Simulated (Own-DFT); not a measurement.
# How much smaller does PBEsol make it? C40 NbSi2, 36 atoms (Nb12Si24)

Everything here is calculated. The program is Own-DFT (plane waves, in-house, since retired, never reviewed by a person); positions were held fixed, and spin and spin-orbit coupling were off.

Known weak points: forces on such cells failed a check on a denser k mesh; stress not checked against mesh or cutoff.

Each geometry was run with PBE and with PBEsol, otherwise alike: PseudoDojo norm-conserving scalar-relativistic files made for PBE; cutoff 42 hartree; 4 x 4 x 5 k mesh centred on Gamma; cold (Marzari-Vanderbilt) smearing of 0.2 eV. Unstrained cell vectors in Å: (0.000, 8.324, 0.000); (-9.613, 0.000, 0.000); (0.000, 0.000, 6.586). Each has a uniform strain, of which the change of volume is shown, and random moves of rms u per axis.

| run | volume change (%) | u (Å) | P with PBE (GPa) | P with PBEsol (GPa) |
|---|---|---|---|---|
| 1 | 1.26 | 0.0525 | 0.17 | -3.43 |
| 2 | 1.47 | 0.0561 | 0.89 | -2.70 |
| 3 | -1.31 | 0.0490 | 5.30 | 1.58 |
| 4 | -3.30 | 0.0449 | 9.29 | 5.47 |
| 5 | -1.85 | 0.0520 | 6.74 | 3.00 |
| 6 | -1.33 | 0.0476 | 5.24 | 1.53 |
| 7 | 1.04 | 0.0429 | 0.40 | -3.21 |
| 8 | -3.11 | 0.0487 | 9.10 | 5.31 |
| 9 | 2.18 | 0.0608 | -0.75 | -4.31 |
| 10 | 0.74 | 0.0466 | 0.99 | -2.62 |
| 11 | -0.66 | 0.0465 | 4.82 | ? |

The question: by how much does PBEsol shrink this cell, and what belongs in the blank?

## Worked answer

Write v for the change of volume as a fraction. Fitted to v and u², the PBE pressure has a slope of -203 ± 5 GPa in v, with the ions held to the strained lattice. The difference PBEsol less PBE is -3.66 + 4.6 v GPa (slope ± 0.1) and averages -3.67 GPa. Divided by the mean slope of the two, 200 GPa, that makes PBEsol's volume at a given pressure, near 2 GPa, about 1.8 % smaller, or 0.61 % in lengths. At one volume PBEsol's slope is the smaller by 5 GPa, but its pressure there is lower too. If stiffness rises by about 4 GPa for each GPa, PBEsol at equal pressure is stiffer by about 10 GPa. Files made for PBEsol would give a different shift.

For run 11 the line gives 1.13 GPa. The hidden result is 1.13 GPa.
